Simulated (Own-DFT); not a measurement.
# Reading a pressure off an energy slope: monoclinic HfO2, 94 atoms (Hf32O62), with two O vacancies

Calculated, not measured. Each geometry was run twice at fixed positions with Own-DFT, a retired in-house plane-wave program that no person has reviewed: with PBE, and with HSE06 (exact exchange share 0.25 at short range, screening 0.11 per bohr, Gygi-Baldereschi treatment of its divergence). Both used PseudoDojo norm-conserving files made for PBE, a cutoff of 48 hartree, the Gamma point alone, fixed occupations, a neutral cell and no spin. With Gamma alone and a thickness of 10.1 Å, finite-size errors remain in every number. The hafnium file keeps the 4f electrons in the core, and its forces lie about 75 meV/Å off all-electron values. The oxygen file's force components were 24 meV/Å off all-electron values in a glass.

Unstrained cell vectors in Å: (10.234, 0.000, 0.000); (0.000, 10.350, 0.000); (-1.696, 0.000, 10.445), volume V0 = 1106.4 Å³, from measured lattice constants. Each geometry has its own random strain of a few per cent, its own defect sites and random moves of rms u per axis. HSE06 gave the energy alone. D is its energy less that of PBE, over the lowest D shown. The PBE stress wasn't checked against mesh or cutoff.

| run | V - V0 (Å³) | u (Å) | P with PBE (GPa) | D (eV) |
|---|---|---|---|---|
| 1 | -42.7 | 0.0274 | 13.50 | 0.168 |
| 2 | -19.2 | 0.0315 | 9.50 | 0.590 |
| 3 | 1.0 | 0.0512 | 5.19 | 1.255 |
| 4 | 56.9 | 0.0545 | -5.49 | 2.734 |
| 5 | -15.7 | 0.0312 | 7.68 | 0.754 |
| 6 | -15.7 | 0.0505 | 8.75 | 0.860 |
| 7 | 17.3 | 0.0471 | 1.57 | 1.640 |
| 8 | 42.2 | 0.0293 | -4.15 | 2.086 |
| 9 | -46.3 | 0.0298 | 15.65 | 0.000 |
| 10 | -30.5 | 0.0291 | 11.08 | 0.291 |
| 11 | -37.7 | 0.0310 | 12.84 | 0.267 |
| 12 | 21.0 | 0.0305 | -0.36 | 1.610 |
| 13 | 3.0 | 0.0284 | 3.62 | 1.194 |
| 14 | -15.3 | 0.0508 | 8.95 | ? |

## What the rows give

D = 1.02 + 0.0240 (V - V0) + 94 u² eV, with an error of 0.0006 on the volume slope, 22 on the last term and a scatter of 0.06 eV. Pressure is -dE/dV, and 1 eV/Å³ is 160.2 GPa, so HSE06 changes the pressure by -3.8 ± 0.1 GPa. With the ions held to the strained lattice, the PBE pressure falls by 238 ± 6 GPa per unit of volume strain; the shape of the strain isn't fitted, so the true error is larger, and a relaxed crystal would be softer. On that slope HSE06's volume at a given pressure is about 1.6 % smaller, or 0.5 % in lengths. At u = 0 and V0 the PBE pressure is 4.1 GPa, which puts the zero-pressure volume, against the measured cell and with the defects in, at +1.7 % for PBE and +0.1 % for HSE06, each good to a few tenths of a per cent.

## Prediction

Q: what D should run 14 give?

The fitted form gives 0.90 eV, with rows scattering by 0.06. DFT gave 0.991 eV.
